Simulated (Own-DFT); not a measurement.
# Strain and stress in wurtzite GaN, 96 atoms (Ga48N48)

These are calculations, not measurements. They come from Own-DFT, an in-house plane-wave density functional program, since retired, whose code no person has reviewed. Each row is one single-point run on a periodic cell that was not relaxed, without spin or spin-orbit coupling.

Settings of every run: PBE; PseudoDojo norm-conserving scalar-relativistic files (stringent for Ga); cutoff 96 hartree; 3 x 4 x 3 k mesh centred on Gamma; Gaussian smearing of 0.01 eV.

Known limits: forces on such cells passed a denser k mesh, each cell not checked; stress not checked against mesh or cutoff.

Unstrained cell vectors in Å: (12.756, 0.000, 0.000); (-4.784, 8.285, 0.000); (0.000, 0.000, 10.370). The unstrained cell has measured lattice constants (interpolated for alloys), not those of this functional. That, the random moves and any unrelaxed bonds set the pressure at no strain. Each run strains this cell uniformly, with the atoms carried along. Every atom was also moved at random, by a Gaussian of width 0.05 Å on each axis. Strain is the symmetric tensor, in per cent. Stress is positive in tension, and the pressure is minus a third of its trace.

| run | e_xx (%) | e_yy (%) | e_zz (%) | e_yz (%) | e_xz (%) | e_xy (%) | s_xx (GPa) | s_yy (GPa) | s_zz (GPa) | s_yz (GPa) | s_xz (GPa) | s_xy (GPa) | P (GPa) | E (meV/atom) |
|---|---|---|---|---|---|---|---|---|---|---|---|---|---|---|
| 1 | -1.09 | 0.41 | 0.35 | -1.42 | 1.63 | -1.89 | -12.83 | -5.67 | -6.36 | -2.85 | 3.74 | -6.87 | 8.29 | 26.0 |
| 2 | 0.12 | -1.17 | 0.92 | -1.11 | 1.84 | -0.93 | -6.83 | -12.18 | -4.41 | -2.22 | 3.59 | -3.36 | 7.81 | 26.8 |
| 3 | 1.80 | 1.83 | 1.21 | -1.58 | -0.18 | -1.81 | 0.66 | 3.21 | 0.25 | -3.01 | -0.32 | -5.19 | -1.37 | 7.9 |
| 4 | 1.03 | 0.15 | -0.32 | -0.96 | 0.34 | -0.29 | -3.12 | -6.53 | -6.60 | -2.82 | 0.76 | -0.44 | 5.42 | 5.2 |
| 5 | -1.37 | -1.79 | 1.97 | -0.97 | 0.84 | -0.58 | -14.65 | -16.10 | -1.42 | -1.27 | 1.62 | -2.03 | 10.73 | 40.4 |
| 6 | -0.27 | 0.32 | 1.55 | -0.32 | -1.36 | -0.76 | -6.32 | -5.24 | -0.59 | -0.29 | -3.10 | -1.77 | 4.05 | 2.7 |
| 7 | 0.23 | 1.84 | 1.85 | -1.09 | -1.44 | -1.21 | -4.78 | 0.75 | 2.37 | -2.91 | -3.64 | -4.58 | 0.55 | 15.4 |
| 8 | -0.43 | 1.68 | 0.00 | 0.26 | 1.17 | 0.80 | -6.65 | -1.09 | -6.69 | 0.15 | 2.41 | 1.38 | 4.81 | 13.0 |
| 9 | -1.20 | -0.82 | 0.77 | -1.09 | 1.04 | 0.65 | -13.72 | -12.32 | -4.39 | -2.68 | 2.32 | 2.13 | 10.14 | 22.9 |
| 10 | 0.62 | -1.74 | -0.11 | 1.06 | -1.87 | -1.78 | -8.80 | -14.11 | -8.29 | 1.96 | -4.88 | -5.88 | 10.40 | 47.8 |
| 11 | 0.46 | 0.60 | 1.42 | 1.98 | -0.66 | -1.62 | -2.31 | -2.77 | -1.42 | 3.82 | -1.20 | -4.15 | 2.17 | 0.0 |
| 12 | 1.45 | 1.02 | 0.60 | -1.96 | 0.04 | 0.21 | 0.02 | -0.99 | -3.50 | -2.98 | 0.06 | 0.61 | 1.49 | 8.8 |
| 13 | -0.80 | 1.93 | 0.15 | 1.18 | -0.52 | -1.74 | -7.54 | -0.26 | -7.42 | 2.34 | -1.60 | -5.17 | 5.07 | 15.6 |
| 14 | -1.38 | -0.80 | -1.37 | -1.77 | 0.25 | -0.19 | -15.00 | -13.71 | -15.52 | -4.14 | 0.31 | 0.60 | 14.75 | 38.9 |
| 15 | -0.02 | -0.14 | 0.93 | 1.46 | 0.17 | 1.92 | -8.52 | -5.73 | -4.04 | 3.17 | -0.05 | 7.56 | 6.10 | 23.3 |
| 16 | -1.94 | -1.94 | 0.17 | -1.49 | -0.59 | 0.11 | -20.16 | -17.47 | -8.09 | -2.75 | -1.93 | 0.75 | 15.24 | 37.8 |
| 17 | 0.11 | 1.94 | -0.66 | -0.80 | -1.29 | 0.76 | ? | ? | ? | ? | ? | ? | ? | ? |

E is the free energy for each atom above the lowest run shown.

## Worked fit

Each stress component was fitted by least squares to a constant and the strains of the runs shown, as fractions, with shears doubled. Shear strains stay in the fit of a normal stress only where such slopes are resolved. The slopes, in GPa:

| stress | at no strain | per e_xx | per e_yy | per e_zz | scatter |
|---|---|---|---|---|---|
| s_xx | -7.9 | 408 ± 38 | 142 ± 30 | 57 ± 42 | 1.39 |
| s_yy | -7.5 | 115 ± 22 | 424 ± 17 | 64 ± 24 | 0.80 |
| s_zz | -7.4 | 80 ± 21 | 45 ± 17 | 429 ± 24 | 0.79 |

Each shear stress against twice its own strain: yz 98 ± 6, xz 117 ± 4, xy 169 ± 10 GPa. These are stiffnesses along x, y and z of the frame in which the cell vectors are given, which need not be the crystal's axes. The atoms are held to the strained lattice; where symmetry lets them move under strain, relaxing them would lower some slopes. The table should be nearly symmetric about its diagonal, and what it lacks of that shows the noise. A ninth of its sum, 196 ± 4 GPa, estimates the bulk modulus near the mean pressure of these runs, 6.6 GPa, so it lies above the value at zero pressure.

## Withheld run

Question: what normal stresses and pressure should run 17 give?

The fit gives s_xx = -5.1, s_yy = 0.5, s_zz = -9.2 and P = 4.6 GPa. The calculation gave -5.72, -0.66, -9.20 and P = 5.19 GPa.
